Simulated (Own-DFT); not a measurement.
Al$_{32}$O$_{47}$ (corundum with one vacancy, atoms displaced) (calculated)

Computed with Own-DFT development build. A calculation, not a measurement: plane-wave PBE density functional theory by an unreviewed code, no spin, of a simulated periodic cell, stress positive in tension, free energy of the whole cell less one offset for each atom, defect cell not probed for a lower state with spin; oxygen file: force components 24 meV/angstrom off all-electron in one glass; forces on such cells passed a denser k mesh, this cell's mesh not checked; offsets are fitted by least squares, one for each functional and potential file, so energies compare only between cells with the same atoms and settings and are not formation energies; the far tail of each file's local potential was reset to the Coulomb form; each entry is a single point on an unrelaxed cell, so the pressure reflects the starting lattice, mostly measured values, from which strain is counted, and rises with the displacements; printed positions are rounded, which can move forces by about a meV/angstrom; the program is a retired in-house code; no spin-orbit coupling; before rounding, a Quantum ESPRESSO 7.3.1 run of the same cell and cutoff gave forces within 1 meV/angstrom rms on each cell, which checks the program and not the settings.

## Al$_{32}$O$_{47}$ (corundum with one vacancy, atoms displaced)

```
Al32O47
1.0
      5.4940     0.0000     8.6604
     -2.7470     4.7579     8.6604
     -2.7470    -4.7579     8.6604
Al O Al O Al O Al O Al O Al O Al O Al O
4 6 4 6 4 6 4 6 4 5 4 6 4 6 4 6
Direct
  0.17440 0.17232 0.18329
  0.32643 0.32280 0.32284
  0.42374 0.42713 0.42811
  0.07414 0.07585 0.07013
  0.27821 0.47403 0.12436
  0.47861 0.12120 0.27935
  0.12545 0.27380 0.47323
  0.22191 0.02994 0.37099
  0.03303 0.37166 0.22054
  0.37734 0.21547 0.03128
  0.17456 0.18116 0.67567
  0.32430 0.32608 0.82256
  0.43521 0.41778 0.92824
  0.07786 0.07227 0.57169
  0.27969 0.46702 0.62433
  0.47520 0.12490 0.77642
  0.12222 0.28162 0.97533
  0.21966 0.03336 0.87323
  0.02677 0.37890 0.71669
  0.37056 0.22110 0.53721
  0.16716 0.67659 0.17757
  0.32116 0.82637 0.32508
  0.42609 0.92613 0.42602
  0.07439 0.57772 0.07346
  0.26948 0.98057 0.13035
  0.47223 0.62544 0.27661
  0.12725 0.77813 0.46896
  0.22143 0.53042 0.37625
  0.02762 0.87270 0.22664
  0.37779 0.72448 0.02392
  0.17953 0.67126 0.67152
  0.32297 0.82587 0.82200
  0.42359 0.92650 0.92858
  0.08031 0.57445 0.57384
  0.27855 0.97892 0.62267
  0.47229 0.62554 0.77653
  0.12710 0.77463 0.97257
  0.22291 0.52324 0.87846
  0.02059 0.88267 0.72556
  0.37896 0.72266 0.53056
  0.67623 0.17393 0.17599
  0.82302 0.31789 0.32626
  0.92337 0.42945 0.42502
  0.58268 0.07212 0.06977
  0.77426 0.47566 0.12113
  0.97517 0.11943 0.27794
  0.62366 0.27357 0.47742
  0.71919 0.02441 0.37772
  0.52142 0.37222 0.22589
  0.67402 0.18096 0.67742
  0.82924 0.32306 0.81908
  0.93031 0.42596 0.92149
  0.57941 0.06964 0.57070
  0.77743 0.47391 0.62417
  0.97774 0.12752 0.77732
  0.63063 0.28212 0.97102
  0.72392 0.03257 0.86681
  0.52719 0.37683 0.71727
  0.87793 0.22728 0.51682
  0.67282 0.67648 0.17736
  0.81929 0.82760 0.31775
  0.92517 0.92875 0.42603
  0.56787 0.57434 0.07858
  0.77994 0.97347 0.12230
  0.97464 0.62462 0.27387
  0.62531 0.78002 0.47060
  0.72141 0.52424 0.38149
  0.53105 0.88092 0.21914
  0.87816 0.72036 0.02926
  0.66555 0.67895 0.67759
  0.82409 0.82496 0.82322
  0.92304 0.93317 0.92121
  0.58208 0.56946 0.57742
  0.78013 0.97354 0.62502
  0.97000 0.62681 0.78163
  0.62980 0.77788 0.96956
  0.71652 0.52458 0.87999
  0.52356 0.87499 0.72192
  0.87650 0.71863 0.52840
```

It was run with functional PBE, potential files PseudoDojo norm-conserving, scalar-relativistic, standard set, wave cutoff 72 hartree, occupations Fermi-Dirac, smearing width 0.1 eV and k mesh 3 x 3 x 3 centred on Gamma.

It finds free energy of cell above offsets -56.510 eV; pressure 7.16 GPa; stress xx -7.79 GPa; stress yy -6.93 GPa; stress zz -6.75 GPa; stress yz 0.05 GPa; stress xz 0.48 GPa; stress xy 0 GPa.

Force:
```
element  x (eV/Å)  y (eV/Å)  z (eV/Å)
     Al     0.143     1.692    -0.318
     Al    -0.559    -0.331    -0.035
     Al     0.847    -0.307    -0.702
     Al    -1.304      0.04    -0.186
      O     0.476    -0.314    -0.022
      O    -0.414     0.357    -0.333
      O    -0.095     0.879     0.296
      O     0.026    -1.556     0.904
      O    -0.762     0.441     0.228
      O     0.509     0.602     0.759
     Al      0.45     -0.19    -0.259
     Al    -0.139     -1.16      0.08
     Al    -1.529     0.597     -0.54
     Al    -0.447      0.57     0.184
      O      -0.8     0.272     0.832
      O    -0.487    -0.471    -0.059
      O     0.488     0.344    -0.327
      O     0.365    -0.565     0.113
      O    -0.245    -0.203     0.588
      O     0.799     0.807         0
     Al     0.908     0.026     1.382
     Al     0.522     0.336     0.166
     Al     0.079     0.088     0.191
     Al      0.76    -0.493    -1.103
      O     1.848    -0.277    -0.988
      O    -0.548    -0.037     0.428
      O    -0.143    -0.648     0.575
      O     0.285     0.122    -0.391
      O     0.185     0.553    -0.447
      O    -0.957    -0.358    -0.198
     Al    -0.811    -0.293     1.641
     Al     -0.25    -0.084     0.209
     Al     0.169     0.364     0.307
     Al    -1.136     0.497    -1.633
      O     0.397    -0.496     -0.79
      O    -0.089    -0.405    -0.259
      O    -0.425       0.9     0.099
      O      0.29     0.893    -0.202
      O     1.586    -0.092     -0.56
      O    -0.369     0.144    -0.951
     Al      0.52     0.635     1.321
     Al     0.251     0.937     0.138
     Al     1.064    -0.232    -0.387
     Al    -1.081     0.008    -0.586
      O      0.16    -1.144     0.456
      O    -1.066      0.37     0.372
      O     0.124     1.016    -0.237
      O     0.359     0.413      0.09
      O     0.306      0.33     0.865
     Al     0.829     0.327    -1.149
     Al    -0.765     0.119     1.139
     Al    -0.982    -0.553    -0.276
     Al    -1.291    -0.348     0.422
      O     0.251    -0.327    -0.119
      O    -0.521    -0.413    -0.879
      O     0.098    -0.512     -1.23
      O    -0.558    -0.885     1.202
      O    -0.262    -0.346     0.858
      O    -0.337    -1.635     0.431
     Al     0.697     0.005     0.419
     Al     0.458    -1.257     1.489
     Al     0.266    -0.665    -1.023
     Al     1.132     0.138    -0.283
      O     0.233     0.442     -0.49
      O    -0.891    -0.218     0.045
      O     0.028     -0.19    -0.291
      O     0.067     1.157    -0.589
      O     0.251    -0.913    -0.905
      O    -0.878     0.396    -0.299
     Al     1.402    -0.142     1.591
     Al      0.01    -0.043     0.124
     Al     1.019    -0.631      0.21
     Al    -0.902      0.67    -0.975
      O     0.243     0.087    -0.501
      O     1.032     0.385    -0.241
      O    -1.032     0.072    -0.248
      O     0.398     0.427     0.144
      O     0.148     0.322      0.56
      O    -0.401    -0.046     0.156
```
